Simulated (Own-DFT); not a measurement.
# Computed records: Ti5Si3 (Ti5Si3 crystal, strained, atoms displaced)

All values are calculated (Own-DFT development build). A calculation, not a measurement: plane-wave PBEsol density functional theory by an unreviewed code, no spin, of a simulated periodic cell, stress positive in tension, free energy of the whole cell less one offset for each atom, forces on such cells passed a denser k mesh, this cell's mesh not checked; offsets are fitted by least squares, one for each functional and potential file, so energies compare only between cells with the same atoms and settings and are not formation energies; the far tail of each file's local potential was reset to the Coulomb form; each entry is a single point on an unrelaxed cell, so the pressure reflects the starting lattice, taken from the Materials Project, from which strain is counted, and rises with the displacements; printed positions are rounded, which can move forces by about a meV/angstrom; the program is a retired in-house code; no spin-orbit coupling.

```xyz
48
Lattice="7.4972 0.0477 -5.1031 3.9710 6.5053 5.3668 3.7584 -6.2325 5.1775" Properties=species:S:1:pos:R:3:force_x:R:1:force_y:R:1:force_z:R:1 formula=Ti5Si3 functional=PBEsol potential_files=PseudoDojo_norm-conserving,scalar-relativistic,made_for_PBE,standard_set wave_cutoff=42 occupations=cold_(Marzari-Vanderbilt) smearing_width=0.2 k_mesh=4_x_4_x_4_centred_on_Gamma free_energy_of_cell_above_offsets=2.651 pressure=-4.24 stress_xx=5.89 stress_yy=-0.08 stress_zz=6.9 stress_yz=2.9 stress_xz=2.72 stress_xy=3.58
Ti     3.8293    -2.0226     5.2119     -0.372     -0.056      0.842
Ti     3.9243     2.2469     2.6322     -0.733     -0.524      0.756
Ti     3.7430     2.0537     0.0984        0.3      1.527     -0.628
Ti    11.3753    -1.8454     2.7909      0.281     -1.317      -0.81
Ti     1.8559     0.0012     1.2977      0.709      -0.05      0.179
Ti     8.5010     1.7393    -1.2020     -0.029      0.032       0.47
Ti     8.5999    -1.2844     4.0108     -1.467     -0.714     -0.058
Ti    10.4357    -4.5751     1.3632     -1.488     -0.693      0.427
Ti     6.6880    -1.3577     6.6315      0.024     -0.773     -0.209
Ti     5.7802     0.1771     3.9728     -0.687     -0.373     -0.153
Si     4.5795     0.0725     1.2893      0.716     -0.527      0.648
Si     9.9574     3.9624    -1.0480     -0.275      0.548     -0.167
Si     9.7890    -3.5808     4.1057       0.41     -0.598     -0.568
Si     9.0365    -2.3154     1.4401      0.298     -0.314     -0.129
Si     5.2317    -3.8399     6.5089      0.937       1.71      0.221
Si     2.9669     0.0609     4.0236      0.552      0.662     -0.633
Ti     7.5900     4.3455     0.1896      0.804      -0.34      0.084
Ti    11.4234     2.3070     2.7953      0.416      0.373       0.15
Ti    11.3916     2.2790     0.2319      0.915      0.287     -0.867
Ti     7.6595     4.3431     2.7708      0.556      0.432     -0.075
Ti     9.6607     0.1830     1.4764     -0.984     -0.269       0.22
Ti     8.6239     1.8240     4.0650      0.212     -0.513      0.073
Ti     4.9213     4.8675     3.9541     -0.487      0.535      0.496
Ti     6.7025     1.7486     1.4112      -0.17     -0.454      0.113
Ti    10.6371     5.0522     1.5505      -0.94     -0.595     -0.209
Ti    13.3604     0.2764     4.0614     -0.602     -0.617      0.019
Si    12.1812     0.1986     1.4410      0.847     -0.081      0.099
Si     9.9554     4.0389     4.1618      0.411      0.631     -0.288
Si     6.2129     2.6505     3.9521     -0.316     -0.338       0.63
Si     5.3458     4.0656     1.4330     -0.157      -0.97      -0.37
Si     9.1773     2.6469     1.4077     -0.496      0.459      0.334
Si    10.6135     0.1007     4.1040      0.147      2.363     -0.073
Ti     7.6584     4.3800     5.4201      0.607      0.898     -1.367
Ti     7.5721    -4.1306     2.6758     -0.172      1.084     -0.534
Ti    11.4744     2.3462     5.3527     -0.039      0.351       0.77
Ti     3.7257    -2.0646     2.6119      0.064      0.745      0.634
Ti     9.5932     0.2700     6.6352     -0.141      0.339      0.142
Ti     4.7322    -4.6678     3.8733     -0.128      0.108       0.42
Ti     8.4960    -1.5138    -1.2190     -0.412     -0.052      0.003
Ti     6.7370     1.8144     6.6525      0.138      -0.59     -0.071
Ti     6.6814    -1.4672     1.3811     -0.796       0.04     -0.184
Ti     5.6795     0.0572    -1.2478     -0.364      0.296     -0.088
Si    12.1861     0.2775     6.6550      1.226     -0.252       0.27
Si     5.9813    -2.3576     3.9994      1.531      0.004     -0.507
Si     9.8445    -3.8120    -1.1329     -0.477       0.77     -0.563
Si     5.5355     4.0750     6.6065     -1.767     -0.761      0.355
Si     5.1490    -3.6640     1.3650      1.453     -1.343     -0.293
Si     2.9655     0.0520    -1.3785     -0.053     -1.079       0.49
```

Units: wave_cutoff in hartree; smearing_width, free_energy_of_cell_above_offsets in eV; pressure, stress_xx, stress_yy, stress_zz, stress_yz, stress_xz, stress_xy in GPa; force_x, force_y, force_z in eV/Å.
